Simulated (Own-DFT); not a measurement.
# Energy and forces against displacement in 4H SiC, 128 atoms (C64Si64)

All numbers below are calculated, not measured. They come from Own-DFT, an in-house plane-wave density functional program, since retired, whose code no person has reviewed. Each row is one single-point run on a periodic cell that was not relaxed, without spin or spin-orbit coupling.

Settings of every run: PBE; PseudoDojo norm-conserving scalar-relativistic files; cutoff 42 hartree; 3 x 3 x 3 k mesh centred on Gamma; Fermi-Dirac smearing of 0.1 eV.

Known limits, some of them of some rows only: some atoms lie very close together; forces on such cells passed a denser k mesh, each cell not checked; stress not checked against mesh or cutoff.

Cell vectors in Å: (12.331, 0.000, 0.000); (-6.165, 10.679, 0.000); (0.000, 0.000, 10.068). In each run every atom was moved at random and independently from its ideal site; u is the rms move along one axis. E is the free energy for each atom above the fitted value at u = 0, and F the rms of the force components.

```
run   u (Å)  E (meV/atom)  F (eV/Å)  largest force (eV/Å)  P (GPa)
  1  0.0294          31.6     0.816                  3.01     3.64
  2  0.0305          35.2     0.870                  2.78     3.81
  3  0.0323          41.5     0.959                  3.62     3.90
  4  0.0614         134.5     1.725                  5.83     6.00
  5  0.0620         141.1     1.807                  7.89     6.21
  6  0.0980             ?         ?                     ?        ?
  7  0.1099         475.6     4.087                 26.75    14.90
```

## Worked fit

For small independent moves the energy grows as E = (3/2) K u², with K the mean stiffness felt by one atom. The runs with u up to 0.11 Å give K = 25.1 ± 0.8 eV/Å², with residuals divided by u² + 0.0006 Å², since the noise grows with the moves. The scatter is 4.5 meV/atom at u = 0.05 Å. The forces follow F = G u with G = 30.2 eV/Å²; no force at u = 0 is resolved. G exceeds K because the moves of its neighbours add to the force on an atom, and stiffness differs between atoms. The pressure follows P = 2.66 + 999 u² GPa: at fixed volume, shortened bonds push harder than stretched ones pull.

## Withheld run

Question: what energy and rms force should run 6 give?

The fit gives 361 ± 19 meV/atom and about 2.96 eV/Å. The calculation gave 319.5 meV/atom and 2.775 eV/Å.
